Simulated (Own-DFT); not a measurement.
# What a defect does to the pressure of its cell: D0_22 TiAl3

Source: density functional calculations with Own-DFT, an unreviewed in-house program that is no longer used. Nothing was measured or relaxed, and spin and spin-orbit coupling are left out.

All runs used: PBE; PseudoDojo norm-conserving scalar-relativistic files; cutoff 42 hartree; 4 x 4 x 4 k mesh centred on Gamma; cold (Marzari-Vanderbilt) smearing of 0.2 eV.

Limits: forces on such cells failed a check on a denser k mesh; stress not checked against mesh or cutoff.

All runs share one cell, with vectors in Å (-2.365, -6.981, 4.326); (-7.667, 3.491, 1.442); (-2.950, -3.488, -7.241) and a volume of 625.4 Å³. u is the rms random offset of the atoms per axis. The defect's site can differ from row to row.

```
cell,formula,u (Å),P (GPa)
no defect,Al30Ti10,0.0200,1.99
no defect,Al30Ti10,0.0509,2.60
no defect,Al30Ti10,0.0543,2.79
two Ti on an Al site each,Al28Ti12,0.0304,3.35
two Ti on an Al site each,Al28Ti12,0.0334,3.39
two Ti on an Al site each,Al28Ti12,0.0525,3.83
two Al on a Ti site each,Al32Ti8,0.0290,2.87
two Al on a Ti site each,Al32Ti8,0.0299,2.89
two Al on a Ti site each,Al32Ti8,0.0423,3.24
two Al on a Ti site each,Al32Ti8,0.0483,?
two Al vacancies,Al28Ti10,0.0302,1.19
two Al vacancies,Al28Ti10,0.0485,1.80
two Al vacancies,Al28Ti10,0.0557,2.13
```

## What the rows give

P = P0 + c u² + a shift for each defect gives P0 = 1.80 GPa, c = 334 ± 26 GPa/Å² and a scatter of 0.08 GPa. The shifts, and each times the cell's volume:

- two Ti on an Al site each: 1.19 ± 0.06 GPa, 4.6 eV (2.3 eV for each of its 2 sites)
- two Al on a Ti site each: 0.81 ± 0.07 GPa, 3.2 eV (1.6 eV for each of its 2 sites)
- two Al vacancies: -0.80 ± 0.06 GPa, -3.1 eV (-1.6 eV for each of its 2 sites)

Positive is outwards. The product with the volume (160.2 GPa Å³ to the eV) is nearly free of the cell's size; divided by the bulk modulus at the cell's pressure it gives the volume that the defect adds. The atoms around the defects weren't relaxed, which would change these numbers.

## Withheld run

The question: what pressure belongs in the blank (two Al on a Ti site each, u = 0.0483 Å)?

Estimate: 3.39 ± 0.09 GPa. The calculation gave 3.39 GPa.
